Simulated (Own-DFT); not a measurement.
# One host, several defects: C11b WSi2

No measurement is shown. These are fixed-geometry runs of a retired plane-wave code named Own-DFT, which no person has reviewed; spin and spin-orbit coupling are neglected.

Method: PBE; PseudoDojo norm-conserving scalar-relativistic files; cutoff 50 hartree; 5 x 5 x 5 k mesh centred on Gamma; cold (Marzari-Vanderbilt) smearing of 0.2 eV.

Keep in mind: forces on such cells failed a check on a denser k mesh; stress not checked against mesh or cutoff.

All runs share one cell, with vectors in Å (-2.148, -5.953, 3.409); (-6.444, 2.976, 1.136); (-2.553, -2.948, -6.757) and a volume of 403.2 Å³. u is the rms random offset of the atoms per axis. The defect's site can differ from row to row.

```
              cell  formula   u (Å)  P (GPa)
         no defect  Si20W10  0.0191     4.47
         no defect  Si20W10  0.0226     4.69
         no defect  Si20W10  0.0448     5.66
    one Si vacancy  Si19W10  0.0254     2.93
    one Si vacancy  Si19W10  0.0277     2.99
    one Si vacancy  Si19W10  0.0478     4.40
     one W vacancy   Si20W9  0.0313     3.31
     one W vacancy   Si20W9  0.0327        ?
     one W vacancy   Si20W9  0.0420     3.74
     one W vacancy   Si20W9  0.0541     5.59
one W on a Si site  Si19W11  0.0307     9.91
one W on a Si site  Si19W11  0.0496    11.33
one W on a Si site  Si19W11  0.0569    11.26
one Si on a W site   Si21W9  0.0286     6.15
one Si on a W site   Si21W9  0.0492     8.07
one Si on a W site   Si21W9  0.0514     7.76
```

## Worked fit

P = P0 + c u² + a shift for each defect gives P0 = 4.10 GPa, c = 874 ± 104 GPa/Å² and a scatter of 0.33 GPa. The shifts, and each times the cell's volume:

- one W on a Si site: 4.79 ± 0.30 GPa, 12.1 eV
- one Si on a W site: 1.51 ± 0.29 GPa, 3.8 eV
- one W vacancy: -1.54 ± 0.28 GPa, -3.9 eV
- one Si vacancy: -1.74 ± 0.27 GPa, -4.4 eV

Against the defect-free cell, a freed cell would be larger where the shift is positive and smaller where it is negative (160.2 GPa Å³ is 1 eV). The atoms around the defects weren't relaxed, which would change these numbers.

## Withheld run

The question: what pressure belongs in the blank (one W vacancy, u = 0.0327 Å)?

From the fit: 3.49 ± 0.39 GPa. The calculation gave 3.64 GPa.
